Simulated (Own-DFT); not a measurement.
# Point defects and the pressure they add: 2H SiC

The numbers are computed, not measured, by runs of the plane-wave DFT program Own-DFT (in-house, retired, unreviewed) at fixed positions, with no spin and no spin-orbit coupling.

Common settings: PBE; PseudoDojo norm-conserving scalar-relativistic files; cutoff 42 hartree; 4 x 4 x 3 k mesh centred on Gamma; Fermi-Dirac smearing of 0.1 eV.

Caveats (not all hold for every row): a neutral cation vacancy leaves holes that likely carry spin, which these runs leave out; not probed for a lower state with spin; forces on such cells moved up to 12 meV/angstrom on a denser k mesh; forces on such cells passed a denser k mesh, each cell not checked; stress not checked against mesh or cutoff.

All runs share one cell, with vectors in Å (9.248, 0.000, 0.000); (-4.624, 8.009, 0.000); (0.000, 0.000, 10.068) and a volume of 745.7 Å³. Atoms were moved at random from their sites; u is the rms move along one axis. The defect's site can differ from row to row.

```
                  cell    formula   u (Å)  P (GPa)
             no defect    C36Si36  0.0263     3.67
             no defect    C36Si36  0.0296     3.78
             no defect    C36Si36  0.0597     6.43
    one C on a Si site    C37Si35  0.0291     1.77
    one C on a Si site    C37Si35  0.0293     1.99
    one C on a Si site    C37Si35  0.0493     3.14
    one Si on a C site    C35Si37  0.0295    10.22
    one Si on a C site    C35Si37  0.0311    10.42
    one Si on a C site    C35Si37  0.0541    11.79
two N on a C site each  C34N2Si36  0.0299     2.94
two N on a C site each  C34N2Si36  0.0313     2.97
two N on a C site each  C34N2Si36  0.0487     4.32
two N on a C site each  C34N2Si36  0.0500        ?
        one Si vacancy    C36Si35  0.0490     4.46
        one Si vacancy    C36Si35  0.0506     4.64
        one Si vacancy    C36Si35  0.0533     5.09
```

## Fit

P = P0 + c u² + a shift for each defect gives P0 = 3.10 GPa, c = 889 ± 43 GPa/Å² and a scatter of 0.14 GPa. The shifts, and each times the cell's volume:

- one Si on a C site: 6.30 ± 0.12 GPa, 29.3 eV
- one Si vacancy: -0.69 ± 0.12 GPa, -3.2 eV
- two N on a C site each: -0.95 ± 0.12 GPa, -4.4 eV (-2.2 eV for each of its 2 sites)
- one C on a Si site: -2.03 ± 0.12 GPa, -9.5 eV

A positive shift means that the defect pushes the cell outwards. Shift times volume (160.2 GPa Å³ is 1 eV) depends little on the cell's size, so, taken for each site, it can be compared between cells at like pressure. The atoms around the defects weren't relaxed, which would change these numbers.

## The run left out

Question: what pressure belongs in the blank (two N on a C site each, u = 0.0500 Å)?

Estimate: 4.37 ± 0.17 GPa. The calculation gave 4.31 GPa.
